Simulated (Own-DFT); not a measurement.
# One host, several defects: grey tin

Calculated, not measured: single-point runs of Own-DFT, a retired in-house plane-wave DFT program that no person has reviewed, on unrelaxed cells, without spin or spin-orbit coupling.

Common settings: PBE; PseudoDojo norm-conserving scalar-relativistic files; cutoff 42 hartree; 3 x 3 x 3 k mesh centred on Gamma; cold (Marzari-Vanderbilt) smearing of 0.2 eV.

Keep in mind (not all hold for every row): not probed for a lower state with spin; forces on such cells moved up to 12 meV/angstrom on a denser k mesh; stress not checked against mesh or cutoff.

All runs share one cell, with vectors in Å (12.978, 0.000, 0.000); (0.000, 12.978, 0.000); (0.000, 0.000, 12.978) and a volume of 2185.9 Å³. u is the rms random offset of the atoms per axis. The defect's site can differ from row to row.

| cell | formula | u (Å) | P (GPa) |
|---|---|---|---|
| no defect | Sn64 | 0.0202 | 3.37 |
| no defect | Sn64 | 0.0482 | 3.61 |
| no defect | Sn64 | 0.0491 | 3.61 |
| one Sn vacancy | Sn63 | 0.0308 | ? |
| one Sn vacancy | Sn63 | 0.0322 | 3.22 |
| one Sn vacancy | Sn63 | 0.0486 | 3.43 |
| one Sn vacancy | Sn63 | 0.0538 | 3.44 |
| two Sn vacancies | Sn62 | 0.0329 | 3.18 |
| two Sn vacancies | Sn62 | 0.0469 | 3.27 |
| two Sn vacancies | Sn62 | 0.0539 | 3.34 |

## What the rows give

P = P0 + c u² + a shift for each defect gives P0 = 3.34 GPa, c = 111 ± 10 GPa/Å² and a scatter of 0.03 GPa. The shifts, and each times the cell's volume:

- one Sn vacancy: -0.21 ± 0.02 GPa, -2.9 eV
- two Sn vacancies: -0.31 ± 0.02 GPa, -4.2 eV (-2.1 eV for each of its 2 sites)

Positive is outwards. The product with the volume (160.2 GPa Å³ to the eV) is nearly free of the cell's size; divided by the bulk modulus at the cell's pressure it gives the volume that the defect adds. The atoms around the defects weren't relaxed, which would change these numbers.

## Check

Question: what pressure belongs in the blank (one Sn vacancy, u = 0.0308 Å)?

From the fit: 3.23 ± 0.03 GPa. The calculation gave 3.22 GPa.
